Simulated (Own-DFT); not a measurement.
# Computed records: Hf36O71 (tetragonal hafnia with one neutral oxygen vacancy, atoms displaced)

A calculation, not a measurement: plane-wave PBE and HSE06 DFT by an unreviewed code, no spin, of a simulated cell at Gamma alone, so results move with cell size and shape, stress positive in tension, energies less offsets, not probed for a lower state with spin; hafnium file: forces about 75 meV/angstrom off all-electron values; oxygen file: force components 24 meV/angstrom off all-electron in a glass; k mesh not checked against a denser one; forces and stress are PBE's, HSE06 gives the energy alone, and its difference from PBE has offsets of its own; offsets are fitted by least squares, one for each functional and potential file, so energies compare only between cells with the same atoms and settings and are not formation energies; the far tail of each file's local potential was reset to the Coulomb form; each entry is a single point on an unrelaxed cell, so the pressure reflects the starting lattice, taken from the Materials Project, from which strain is counted, and rises with the displacements; printed positions are rounded, which can move forces by about a meV/angstrom; the program is a retired in-house code; no spin-orbit coupling. Program: Own-DFT development build.

Settings shared by all entries: first functional PBE; second functional HSE06; exact exchange share 0.25; screening 0.11 1/bohr; exchange divergence Gygi-Baldereschi; potential files PseudoDojo norm-conserving, scalar-relativistic, made for PBE, standard set; wave cutoff 48 hartree; occupations fixed; k mesh 1 x 1 x 1 centred on Gamma.

(1) Hf36O71 (tetragonal hafnia with one neutral oxygen vacancy, atoms displaced)

```xyz
107
Lattice="10.7800 0.0000 0.0000 0.0000 10.7800 0.0000 0.0000 0.0000 10.4493" Properties=species:S:1:pos:R:3 Hf36O71
Hf     0.0019     0.0307     0.0428
Hf     1.7900     1.7784     2.6758
O      0.0122     1.7791     1.5991
O      1.8166     0.0367     3.5907
O      0.0271     1.7910     4.1924
O      1.8241     0.0064     0.9944
Hf    10.7601     0.0047     5.2136
Hf     1.7412     1.7782     7.7963
O     10.7578     1.8186     6.7892
O      1.7830    10.7619     8.8784
O     10.7566     1.8157     9.3682
O      1.7731    10.7464     6.2804
Hf     0.0158     3.6074    10.4357
Hf     1.8154     5.3191     2.5742
O      0.0258     5.3757     1.6226
O      1.7730     3.6071     3.6198
O      0.0296     5.3633     4.1953
O      1.8223     3.6334     1.0274
Hf     0.0013     3.6130     5.1889
Hf     1.7503     5.3951     7.8345
O      0.0050     5.3857     6.7622
O      1.7427     3.5702     8.8688
O     10.7794     5.3204     9.4403
O      1.7838     3.6340     6.2792
Hf     0.0357     7.1928    10.4153
Hf     1.7681     8.9621     2.6161
O     10.7583     9.0006     1.6491
O      1.8229     7.1911     3.6416
O      0.0319     8.9409     4.1902
O      1.7875     7.0951     0.9845
Hf    10.7581     7.2048     5.2235
Hf     1.8612     9.0073     7.8409
O      0.0206     8.9811     6.8323
O      1.7357     7.2023     8.8294
O     10.7588     8.9277     9.4523
O      1.7515     7.1713     6.2116
Hf     3.6153    10.7562    10.3954
Hf     5.3661     1.7483     2.5674
O      3.5821     1.8124     1.5503
O      5.4059    10.7368     3.5973
O      3.5750     1.7858     4.1834
O      5.3596    10.7576     1.0298
Hf     3.6125    10.7018     5.2194
Hf     5.3865     1.8382     7.8581
O      3.5719     1.8290     6.8927
O      5.3907    10.7510     8.8611
O      3.5824     1.7891     9.4409
O      5.4092     0.0029     6.3077
Hf     3.5605     3.5972     0.0363
Hf     5.3579     5.4101     2.5807
O      3.5741     5.4046     1.6062
O      5.4372     3.5666     3.6604
O      3.5719     5.3955     4.2239
O      5.3775     3.5969     1.0069
Hf     3.6158     3.5667     5.2443
Hf     5.4334     5.3603     7.8268
O      3.6430     5.4338     6.7887
O      5.3903     3.6188     8.8661
O      3.5434     5.4107     9.4228
O      5.4203     3.6129     6.1866
Hf     3.6240     7.2243    10.4300
Hf     5.3769     9.0114     2.6225
O      3.5785     8.9907     1.6233
O      5.3897     7.1972     3.6330
O      3.6188     9.0204     4.1959
O      5.3635     7.2021     0.9938
Hf     3.6024     7.1907     5.2381
Hf     5.3462     8.9715     7.8772
O      3.6120     8.9914     6.7926
O      5.4383     7.2087     8.8667
O      3.5937     8.9934     9.4840
O      5.3894     7.1680     6.2232
Hf     7.2231    10.7678     0.0086
Hf     8.9368     1.8218     2.6189
O      8.9908    10.7675     3.6164
O      7.2186     1.7795     4.2132
O      9.0000     0.0176     1.0195
Hf     7.2649     0.0046     5.1847
Hf     8.9680     1.7924     7.8166
O      7.1536     1.7569     6.8366
O      8.9510    10.7363     8.8479
O      7.1408     1.8225     9.4243
O      8.9336    10.7678     6.2765
Hf     7.2122     3.5729    10.4347
Hf     8.9580     5.3621     2.6280
O      7.1881     5.3871     1.6680
O      9.0019     3.6131     3.6620
O      7.2306     5.3602     4.2035
O      9.0009     3.6283     1.0551
Hf     7.1817     3.6063     5.2526
Hf     8.9669     5.3769     7.9094
O      7.2239     5.3608     6.8216
O      8.9809     3.5856     8.8681
O      7.1856     5.3887     9.4368
O      9.0367     3.5883     6.2695
Hf     7.1634     7.2324    10.4378
Hf     8.9688     9.0007     2.6304
O      7.1920     9.0135     1.5708
O      9.0008     7.1669     3.6787
O      7.1780     8.9933     4.2096
O      8.9386     7.1596     1.0062
Hf     7.1630     7.2220     5.2780
Hf     9.0350     8.9780     7.8285
O      7.1901     8.9529     6.8519
O      8.9656     7.1661     8.8251
O      7.2090     8.9629     9.4303
O      8.9446     7.1877     6.2447
```

| Item | Value |
| --- | --- |
| PBE energy of cell above offsets | -100.904 eV |
| HSE06 less PBE above offsets | -0.145 eV |
| PBE pressure | 0.95 GPa |
| PBE stress xx | -0.39 GPa |
| PBE stress yy | -0.85 GPa |
| PBE stress zz | -1.62 GPa |
| PBE stress yz | 0.38 GPa |
| PBE stress xz | -0.61 GPa |
| PBE stress xy | 0 GPa |

Force:
```csv
element,x (eV/Å),y (eV/Å),z (eV/Å)
Hf,0.739,-0.014,-0.61
Hf,0.293,0.641,-1.162
O,-0.368,-0.034,-0.059
O,-0.268,-1.499,0.903
O,-0.107,-0.384,0.202
O,-0.458,-0.201,-0.018
Hf,0.335,-0.192,0.17
Hf,0.316,0.561,0.811
O,-0.105,-0.733,-0.227
O,0.003,0.03,-0.334
O,-0.157,-0.736,0.643
O,0.372,0.158,-0.678
Hf,0.323,-0.686,0.552
Hf,-0.785,1.355,0.827
O,-0.693,-0.124,-0.4
O,0.283,-0.883,0.427
O,-0.107,0.7,0.12
O,-0.671,-0.076,0.088
Hf,0.148,0.495,0.511
Hf,0.681,-0.544,-0.581
O,-0.603,0.225,1.037
O,0.262,0.096,-0.166
O,-0.059,1.469,-0.516
O,0.481,-0.328,-0.455
Hf,-0.81,-0.872,0.819
Hf,0.289,-0.222,0.154
O,0.166,-0.038,-0.697
O,0.129,0.034,-0.564
O,-0.125,1.509,0.319
O,0.373,0.904,-0.102
Hf,-0.286,-1.37,-0.19
Hf,-1.479,-0.247,-0.247
O,0.095,0.177,-0.16
O,0.21,0.123,-0.026
O,-0.093,1.411,0.079
O,1.142,0.268,0.417
Hf,-0.469,1.69,1.124
Hf,0.044,0.844,0.158
O,0.091,0.065,0.698
O,-0.118,1.236,0.609
O,0.175,-0.307,0.551
O,0.862,0.511,-0.15
Hf,0.379,1.446,0.614
Hf,-0.402,-1.089,0.084
O,0.272,0.173,-0.808
O,-0.154,0.43,0.274
O,0.255,0.197,-0.001
O,-0.372,-0.078,-1.282
Hf,0.347,-0.242,-0.833
Hf,0.614,-0.617,1.052
O,0.896,-0.165,-0.481
O,-0.386,-0.048,-0.811
O,0.333,-0.478,-0.047
O,0.595,-0.302,0.083
Hf,-0.589,0.587,-0.363
Hf,-0.57,0.639,0.053
O,-0.553,-0.194,0.658
O,-0.015,-0.063,-0.321
O,0.208,0.042,0.2
O,-0.611,-0.171,1.292
Hf,-0.818,-1.475,0.642
Hf,0.102,-0.871,-0.478
O,-0.084,-0.312,-0.254
O,-0.081,-0.033,-0.203
O,-0.114,-0.695,0.076
O,0.368,-0.133,0.361
Hf,-0.773,-1.002,-0.559
Hf,1.879,0.663,-0.899
O,-0.297,-0.163,0.19
O,-0.565,-0.645,-0.137
O,-0.075,-0.66,-1.551
O,-0.052,0.19,0.562
Hf,-0.548,-0.279,-0.313
Hf,0.185,0.411,-0.272
O,0.101,0.472,0.501
O,0.289,0.149,-0.589
O,-0.535,0.412,0.215
Hf,-1.793,-0.23,0.91
Hf,0.21,0.127,0.17
O,0.546,0.547,-0.091
O,0.095,0.952,0.278
O,0.259,-0.667,0.668
O,1.418,0.077,-0.421
Hf,-0.338,0.721,0.609
Hf,0.53,0.915,0.182
O,-0.744,-0.024,-0.819
O,0.021,-1.139,-0.214
O,-0.273,0.583,0.717
O,-0.576,-0.798,-0.226
Hf,0.97,0.376,-0.889
Hf,0.602,0.047,-1.278
O,-0.494,-0.111,0.147
O,-0.355,-0.402,0.329
O,0.053,0.055,0.108
O,-0.985,-0.363,-0.064
Hf,0.634,-0.619,0.303
Hf,-0.178,-1.622,-0.133
O,-0.135,0.031,0.193
O,-0.049,0.674,-0.669
O,0.249,-0.103,-0.121
O,0.797,0.23,-0.153
Hf,0.692,-0.547,-0.868
Hf,-0.847,-0.651,0.104
O,-0.371,-0.117,-0.025
O,0.274,0.172,0.358
O,-0.162,0.559,0.197
O,0.672,0.217,0.17
```

(2) Hf36O71 (tetragonal hafnia with one neutral oxygen vacancy, atoms displaced)

```xyz
107
Lattice="10.7800 0.0000 0.0000 0.0000 10.7800 0.0000 0.0000 0.0000 10.4493" Properties=species:S:1:pos:R:3 Hf36O71
Hf     0.0509    10.7506    10.2513
Hf     1.7383     1.7521     2.5549
O     10.6784     1.8580     1.4583
O      1.7437     0.1113     3.6273
O      0.1532     1.6280     4.2296
O      1.7820    10.6858     0.9320
Hf    10.7725    10.7548     5.2747
Hf     1.7596     1.8845     7.8447
O     10.7517     1.7376     6.8672
O      1.7428     0.0308     8.9548
O      0.0241     1.7652     9.3758
O      1.8349    10.7504     6.2654
Hf    10.6966     3.4794     0.0961
Hf     1.8243     5.4453     2.5194
O      0.0297     5.4367     1.4789
O      1.7876     3.5601     3.6503
O      0.0727     5.4134     4.2328
O      1.8198     3.6180     1.0159
Hf    10.6326     3.4090     5.1709
Hf     1.8943     5.3823     7.7610
O      0.0531     5.3804     6.9775
O      1.8303     3.4754     8.8639
O     10.7054     5.3266     9.4668
O      1.6921     3.5884     6.3352
Hf    10.6735     7.2510     0.0111
Hf     1.9062     9.0276     2.5936
O      0.0879     8.9904     1.4701
O      1.7499     7.2497     3.8166
O     10.6609     8.9078     4.3837
Hf     0.1178     7.3797     5.3335
Hf     1.8305     9.0195     7.7482
O      0.0907     9.1403     6.7032
O      1.8943     7.2171     8.8678
O      0.0957     8.9710     9.4450
O      1.8953     7.1848     6.1121
Hf     3.5862     0.0238     0.0336
Hf     5.2560     1.7698     2.5814
O      3.6128     1.8146     1.6419
O      5.3642    10.7254     3.7267
O      3.6177     1.8449     4.2418
O      5.4179     0.0341     1.0762
Hf     3.6668    10.5961     5.3163
Hf     5.4724     1.9241     7.6385
O      3.6439     1.8671     6.8551
O      5.3279    10.7384     8.8562
O      3.5035     1.8599     9.5991
O      5.3901    10.7472     6.2898
Hf     3.6413     3.6366    10.4301
Hf     5.4500     5.4930     2.5894
O      3.5523     5.2666     1.7457
O      5.3483     3.4656     3.6112
O      3.6591     5.5231     4.2017
O      5.2987     3.7057     0.9858
Hf     3.4852     3.6321     5.1478
Hf     5.2868     5.4028     7.8552
O      3.6886     5.3707     6.8150
O      5.3635     3.5801     8.9745
O      3.6157     5.4409     9.3869
O      5.3394     3.6448     6.2340
Hf     3.4954     7.2568    10.4259
Hf     5.3853     8.9076     2.7620
O      3.6594     9.0524     1.5776
O      5.4456     7.1217     3.4526
O      3.5224     9.0212     4.3269
O      5.3743     7.0915     1.2138
Hf     3.5409     7.1732     5.2924
Hf     5.4229     8.9807     7.9587
O      3.6015     9.0384     6.7670
O      5.4141     7.1703     8.9666
O      3.6900     9.0900     9.4183
O      5.5260     7.2580     6.3370
Hf     7.1957    10.7770     0.0541
Hf     8.9812     1.9213     2.5860
O      7.1494     1.6932     1.4782
O      9.0956     0.1148     3.6139
O      7.1820     1.8014     4.2031
O      8.9941     0.1477     0.9547
Hf     7.2455    10.7701     5.1284
Hf     9.0154     1.8100     7.9378
O      7.3526     1.8499     6.7018
O      9.1196    10.7710     8.8225
O      7.1259     1.8589     9.4713
O      9.0533    10.7093     6.0985
Hf     7.2380     3.5326     0.1848
Hf     8.9311     5.3772     2.4894
O      7.1017     5.3235     1.6396
O      8.9757     3.5883     3.6304
O      7.0824     5.3786     4.1245
O      9.0541     3.4342     0.9722
Hf     7.1146     3.5344     5.2578
Hf     8.9844     5.2961     7.6592
O      7.2284     5.3220     6.9653
O      9.0321     3.6050     8.8344
O      7.1099     5.4688     9.3855
O      9.0084     3.5844     6.2159
Hf     7.1816     7.2924    10.3646
Hf     9.0729     9.1292     2.6409
O      7.2440     9.0770     1.4659
O      8.9282     7.3292     3.6852
O      7.0422     8.8668     4.2859
O      8.9522     7.1375     0.9359
Hf     7.1712     7.1408     5.3158
Hf     9.0342     8.9332     7.8481
O      7.1509     8.9023     6.8251
O      8.8907     7.3267     8.6694
O      7.1652     8.9428     9.4439
O      8.9577     7.2213     6.3697
```

| Property | Result |
| --- | --- |
| PBE stress xx | withheld |

To be estimated
1. Hf36O71 (tetragonal hafnia with one neutral oxygen vacancy, atoms displaced) (entry 2): PBE stress xx?
2. Give the table of force values for Hf36O71 (tetragonal hafnia with one neutral oxygen vacancy, atoms displaced) (entry 2).

Answers
1. -6.77 GPa
2. 
Force:
```csv
element,x (eV/Å),y (eV/Å),z (eV/Å)
Hf,-0.482,0.585,2.118
Hf,0.638,1.942,0.181
O,2.021,-0.642,2.029
O,0.773,-3.28,-0.69
O,-1.419,3.498,-1.005
O,0.099,0.782,1.79
Hf,1.924,-0.197,-0.173
Hf,1.335,-1.514,-0.283
O,-0.485,0.152,-1.095
O,0.629,-0.788,-2.116
O,-0.442,1.105,-0.145
O,0.283,0.115,0.122
Hf,5.154,2.197,-3.826
Hf,-2.213,-0.721,2.145
O,-1.015,0.029,1.285
O,0.211,0.189,-0.394
O,-0.963,-0.582,0.501
O,-1.039,-0.298,0.152
Hf,3.538,2.556,-0.549
Hf,-2.162,-1.637,2.405
O,0.846,0.903,-1.508
O,0.078,3.553,0.142
O,0.205,1.471,0.468
O,0.742,0.12,-1.179
Hf,1.859,-2.645,-0.638
Hf,-0.83,-0.09,-0.11
O,-1.146,-0.618,2.075
O,0.675,0.766,-2.813
O,-0.166,4.375,-4.14
Hf,-3,-5.964,-0.682
Hf,0.32,1.665,1.939
O,-0.163,-2.129,2.402
O,0.092,0.109,-0.628
O,-0.56,-1.113,-2.013
O,-1.724,-0.142,4.823
Hf,1.323,1.252,-0.705
Hf,1.569,-0.56,1.532
O,-2.254,-0.562,-0.608
O,0.11,0.379,-0.411
O,-0.199,-1.297,0.208
O,-0.697,-0.16,-0.338
Hf,-0.2,5.369,0.643
Hf,-0.65,-1.07,2.481
O,-0.607,0.139,0.314
O,0.823,2.039,-0.031
O,0.214,-1.699,-0.823
O,1.797,0.718,-0.044
Hf,-1.319,-0.013,-0.058
Hf,-2.465,-4.411,0.031
O,0.777,0.972,-1.811
O,0.526,1.897,0.432
O,-0.413,-1.304,0.716
O,2.559,-0.909,1.094
Hf,-0.192,-1.302,-0.72
Hf,3.97,-0.308,2.945
O,-2.565,0.589,-1.748
O,-0.199,0.105,-2.346
O,-0.44,0.192,0.261
O,0.88,-0.495,0.323
Hf,1.171,0.039,0.014
Hf,1.637,1.615,-2.511
O,-0.815,-0.791,0.765
O,-0.512,3.121,4.992
O,0.312,-3.221,-3.185
O,-0.341,1.111,-3.269
Hf,3.817,-0.026,-1.984
Hf,0.486,0.257,-1.027
O,0.356,-1.066,1.151
O,-0.904,0.716,-0.508
O,-1.045,-2.142,0.239
O,-3.296,-1.193,-0.178
Hf,-0.985,0.456,-0.101
Hf,-1.084,-2.97,-1.132
O,0.51,2.024,1.893
O,-0.958,-1.019,-0.351
O,0.518,-0.367,-0.517
O,0.752,-1.043,0.239
Hf,-1.204,-0.623,1.351
Hf,0.024,0.21,-0.117
O,-1.566,-0.284,0.607
O,-0.845,-0.299,-0.048
O,0.915,-0.805,-1.12
O,-2.625,-0.002,1.236
Hf,-3.632,1.095,-3.41
Hf,1.476,2.778,2.374
O,3.949,-1.036,-1.68
O,0.443,0.709,-0.147
O,0.832,-0.534,1.583
O,-3.57,1.568,2.987
Hf,-0.382,0.975,-1.374
Hf,1.785,1.237,3.784
O,-2.819,-0.292,-3.037
O,-0.468,-0.86,0.513
O,1.047,-0.989,1.77
O,-0.979,0.581,0.365
Hf,-1.493,-3.129,1.005
Hf,-0.444,-1.66,-1.09
O,0.106,-0.458,2.231
O,-0.064,-1.334,-1.807
O,0.248,2.086,-0.965
O,-0.494,-0.261,0.887
Hf,2.175,-0.009,-0.547
Hf,-1.179,2.728,-3.01
O,1.422,1.331,0.775
O,0.595,-4.011,3.805
O,0.012,2.8,-1.51
O,1.161,-0.326,-1.869
```

Further results for Hf36O71 (tetragonal hafnia with one neutral oxygen vacancy, atoms displaced) (entry 2):

| Quantity | Value |
| --- | --- |
| PBE energy of cell above offsets | -87.027 eV |
| HSE06 less PBE above offsets | 0.475 eV |
| PBE pressure | 5.84 GPa |
| PBE stress yy | -4.59 GPa |
| PBE stress zz | -6.18 GPa |
| PBE stress yz | -0.2 GPa |
| PBE stress xz | 0.75 GPa |
| PBE stress xy | 0.24 GPa |
